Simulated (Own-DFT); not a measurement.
# Same atoms, different arrangement: Ge32Si32, 64 atoms

All numbers below are calculated, not measured. The program, named Own-DFT, is a retired in-house plane-wave density functional code that no person has reviewed. Each row is one single-point run on a periodic cell that was not relaxed, without spin or spin-orbit coupling.

Settings of every run: PBE; PseudoDojo norm-conserving scalar-relativistic files; cutoff 42 hartree; 3 x 3 x 3 k mesh centred on Gamma; Fermi-Dirac smearing of 0.1 eV.

Known limits, some of them of some rows only: not probed for a lower state with spin; forces on such cells passed a denser k mesh, each cell not checked; stress not checked against mesh or cutoff.

All cells hold the same atoms in the same cell, with vectors in Å (11.089, 0.000, 0.000); (0.000, 11.089, 0.000); (0.000, 0.000, 11.089). Every atom was moved at random from its ideal site; u is the rms move along one axis. The random placing of the alloy's atoms differs from row to row. E is the free energy of the cell above the lowest run. The arrangements:

- A: diamond-structure SiGe in clusters
- B: diamond-structure SiGe in ordered layers
- C: diamond-structure SiGe with randomly placed atoms

| arrangement | u (Å) | E (eV) | P (GPa) |
|---|---|---|---|
| A | 0.0288 | 0.394 | 2.98 |
| A | 0.0290 | 0.289 | 2.96 |
| A | 0.0299 | 0.247 | 2.94 |
| A | 0.0571 | 3.738 | 3.60 |
| A | 0.0583 | 3.937 | 3.65 |
| A | 0.0596 | 4.323 | 3.77 |
| B | 0.0280 | 0.161 | 2.93 |
| B | 0.0296 | 0.167 | 2.92 |
| B | 0.0321 | 0.797 | 3.04 |
| B | 0.0595 | 3.435 | 3.49 |
| B | 0.0597 | 3.131 | 3.50 |
| B | 0.0610 | 4.169 | 3.68 |
| C | 0.0288 | 0.107 | 2.80 |
| C | 0.0294 | 0.000 | 2.78 |
| C | 0.0316 | 0.258 | 2.84 |
| C | 0.0584 | 2.968 | 3.39 |
| C | 0.0609 | 3.581 | 3.48 |
| C | 0.0628 | 3.632 | 3.43 |

Question: once the cost of the random moves is taken out, how do the arrangements rank?

## Worked answer

Fit E = a + b u², with one b for all and one a for each arrangement, and with residuals divided by u², since the noise grows with the moves. Then b = 1274 eV/Å², the scatter at u = 0.04 Å is 0.22 eV, and against A:

- B: -0.06 ± 0.09 eV (not told apart from A)
- C: -0.29 ± 0.10 eV (lower)

These are energies of unrelaxed cells. Relaxing the atoms lowers the strained arrangements most, so the gaps would shrink and small ones could change sign.
